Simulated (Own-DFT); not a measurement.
# One trend across several semiconductors

Everything here is calculated. The program is Own-DFT (plane waves, in-house, since retired, never reviewed by a person); positions were held fixed, and spin and spin-orbit coupling were off.

Known weak points (not all hold for every row): forces on such cells moved up to 12 meV/angstrom on a denser k mesh; forces not confirmed at this smearing and k mesh; k mesh not checked against a denser one; forces on such cells passed a denser k mesh, each cell not checked; stress not checked against mesh or cutoff.

All runs are PBE with PseudoDojo norm-conserving files; cutoff and k mesh are each material's own. Every cell starts from measured lattice constants and was given uniform random strains and small random moves of its atoms. Each triple is the change of volume in per cent, the rms move u in Å and the pressure in GPa.

- 4H SiC (C36Si36), 10.36 Å³/atom unstrained: (-2.37, 0.050, 11.46); (-1.47, 0.053, 9.20); (-1.02, 0.049, 8.15); (-0.04, 0.052, 5.95); (0.53, 0.056, 5.13); (0.71, 0.050, 3.88); (1.39, 0.049, 2.40)
- wurtzite AlN (Al36N36), 10.45 Å³/atom unstrained: (-1.15, 0.050, 7.68); (-0.89, 0.049, 7.58); (0.60, 0.050, 4.67); (0.68, 0.047, 4.02); (0.81, 0.048, 4.28); (1.33, 0.050, 3.10); (1.53, 0.049, 2.77)
- wurtzite GaN (Ga36N36), 11.42 Å³/atom unstrained: (-3.16, 0.049, 14.67); (-0.81, 0.050, 9.58); (-0.79, 0.048, 8.94); (0.74, 0.052, 6.52); (0.98, 0.051, 5.91); (1.24, 0.050, 5.63); (1.62, 0.046, 4.28)
- diamond silicon (Si64), 20.02 Å³/atom unstrained: withheld
- zincblende GaP (Ga32P32), 20.24 Å³/atom unstrained: (-2.12, 0.054, 5.36); (-2.00, 0.048, 5.10); (-1.77, 0.049, 4.87); (-1.58, 0.052, 5.12); (1.34, 0.050, 2.39); (2.06, 0.055, 1.84); (3.00, 0.051, 1.12)
- zincblende InP (In32P32), 25.27 Å³/atom unstrained: (-3.25, 0.050, 6.21); (-1.99, 0.050, 5.22); (-1.46, 0.055, 4.91); (0.71, 0.054, 3.22); (1.14, 0.049, 2.82); (1.55, 0.048, 2.46); (2.36, 0.054, 1.95)
- grey tin (Sn64), 34.15 Å³/atom unstrained: (-2.77, 0.045, 5.17); (-2.01, 0.050, 4.88); (-1.76, 0.048, 4.81); (0.46, 0.050, 3.46); (1.31, 0.049, 3.10); (1.71, 0.046, 2.78); (1.94, 0.050, 2.74)

## Analysis

Fit a line to each set against the fractional change of volume; B is minus its slope, and u is nearly the same within a set. To take it to zero pressure, assume that B rises by 4 GPa for each GPa: B0 = B - 4 x (mean pressure). The bond length of an ideal tetrahedral crystal with the unstrained volume v is d = (√3/4)(8 v)^(1/3). Cohen's empirical rule reads B0 = (1971 - 220 L) d^(-3.5) GPa, with L = 0 for group IV crystals and SiC and 1 for III-V compounds.

```
material,L,d (Å),B (GPa),mean P (GPa),B0 (GPa),rule (GPa)
4H SiC (C36Si36),0,1.888,236 ± 9,6.6,209 ± 9,213
wurtzite AlN (Al36N36),1,1.893,190 ± 9,4.9,171 ± 9,188
wurtzite GaN (Ga36N36),1,1.950,208 ± 8,7.9,176 ± 8,169
diamond silicon (Si64),0,2.352,?,?,?,99
zincblende GaP (Ga32P32),1,2.360,83 ± 3,3.7,68 ± 3,87
zincblende InP (In32P32),1,2.541,77 ± 1,3.8,62 ± 1,67
grey tin (Sn64),0,2.810,54 ± 2,3.8,39 ± 2,53
```

A line through ln[B0/(1971 - 220 L)] against ln d has a slope of -4.1 ± 0.2 and a scatter of 10 %. Against the rule, B0 stands at 98 % for 4H SiC, 91 % for wurtzite AlN, 104 % for wurtzite GaN, 78 % for zincblende GaP, 92 % for zincblende InP, 73 % for grey tin. PBE tends to make silicon and heavier crystals too soft, and the rule itself is only a guide.

## The run left out

The question: what B0 does the fitted trend give for diamond silicon (Si64)?

From the line: 85 GPa. Its own runs give B = 96 ± 3 GPa at a mean pressure of 3.2 GPa, so B0 = 83 GPa.
